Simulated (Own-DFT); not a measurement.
# Short bonds, stiff crystals?

Everything here is calculated. The program is Own-DFT (plane waves, in-house, since retired, never reviewed by a person); positions were held fixed, and spin and spin-orbit coupling were off.

Known weak points (not all hold for every row): forces on such cells moved up to 12 meV/angstrom on a denser k mesh; forces not confirmed at this smearing and k mesh; k mesh not checked against a denser one; forces on such cells passed a denser k mesh, each cell not checked; stress not checked against mesh or cutoff.

All runs are PBE with PseudoDojo norm-conserving files; cutoff and k mesh are each material's own. Every cell starts from measured lattice constants and was given uniform random strains and small random moves of its atoms. Each triple is the change of volume in per cent, the rms move u in Å and the pressure in GPa.

- 3C SiC (C32Si32), 10.36 Å³/atom unstrained: (-2.48, 0.047, 11.52); (-0.06, 0.052, 5.70); (0.83, 0.047, 4.08); (1.28, 0.053, 2.99); (1.47, 0.054, 2.58); (2.56, 0.048, -0.11); (3.83, 0.047, -2.70)
- wurtzite AlN (Al64N64), 10.45 Å³/atom unstrained: (-3.28, 0.049, 12.80); (-1.61, 0.051, 9.25); (-0.81, 0.052, 8.14); (-0.30, 0.051, 6.45); (0.07, 0.051, 5.70); (2.53, 0.047, 0.13); (2.55, 0.052, 0.84)
- wurtzite GaN (Ga36N36), 11.42 Å³/atom unstrained: (-2.55, 0.049, 13.00); (-1.26, 0.053, 10.38); (-0.64, 0.051, 8.90); (-0.12, 0.052, 7.96); (1.68, 0.052, 4.47); (3.43, 0.052, 1.49); (3.78, 0.049, 0.66)
- diamond silicon (Si64), 20.02 Å³/atom unstrained: (-3.43, 0.047, 6.15); (-1.31, 0.051, 4.12); (-0.14, 0.053, 3.07); (-0.11, 0.049, 2.80); (0.25, 0.045, 2.30); (0.42, 0.052, 2.19); (3.14, 0.050, 0.11)
- zincblende InP (In32P32), 25.27 Å³/atom unstrained: withheld
- grey tin (Sn64), 34.15 Å³/atom unstrained: (-1.92, 0.047, 4.73); (-1.83, 0.048, 4.73); (-1.59, 0.052, 4.61); (0.16, 0.049, 3.62); (0.46, 0.050, 3.46); (0.90, 0.048, 3.11); (1.08, 0.050, 3.17)

## Worked fit

Fit a line to each set against the fractional change of volume; B is minus its slope, and u is nearly the same within a set. To take it to zero pressure, assume that B rises by 4 GPa for each GPa: B0 = B - 4 x (mean pressure). The bond length of an ideal tetrahedral crystal with the unstrained volume v is d = (√3/4)(8 v)^(1/3). Cohen's empirical rule reads B0 = (1971 - 220 L) d^(-3.5) GPa, with L = 0 for group IV crystals and SiC and 1 for III-V compounds.

| material | L | d (Å) | B (GPa) | mean P (GPa) | B0 (GPa) | rule (GPa) |
|---|---|---|---|---|---|---|
| 3C SiC (C32Si32) | 0 | 1.888 | 225 ± 3 | 3.4 | 212 ± 3 | 213 |
| wurtzite AlN (Al64N64) | 1 | 1.893 | 213 ± 6 | 6.2 | 188 ± 6 | 188 |
| wurtzite GaN (Ga36N36) | 1 | 1.950 | 192 ± 3 | 6.7 | 165 ± 3 | 169 |
| diamond silicon (Si64) | 0 | 2.352 | 94 ± 4 | 3.0 | 82 ± 4 | 99 |
| zincblende InP (In32P32) | 1 | 2.541 | ? | ? | ? | 67 |
| grey tin (Sn64) | 0 | 2.810 | 55 ± 2 | 3.9 | 40 ± 2 | 53 |

A line through ln[B0/(1971 - 220 L)] against ln d has a slope of -4.2 ± 0.05 and a scatter of 2 %. Against the rule, B0 stands at 99 % for 3C SiC, 100 % for wurtzite AlN, 98 % for wurtzite GaN, 83 % for diamond silicon, 75 % for grey tin. PBE tends to make silicon and heavier crystals too soft, and the rule itself is only a guide.

## Test on the hidden row

Q: what B0 does the fitted trend give for zincblende InP (In32P32)?

From the line: 53 GPa. Its own runs give B = 75 ± 2 GPa at a mean pressure of 3.3 GPa, so B0 = 62 GPa. It lies off the trend of the others.
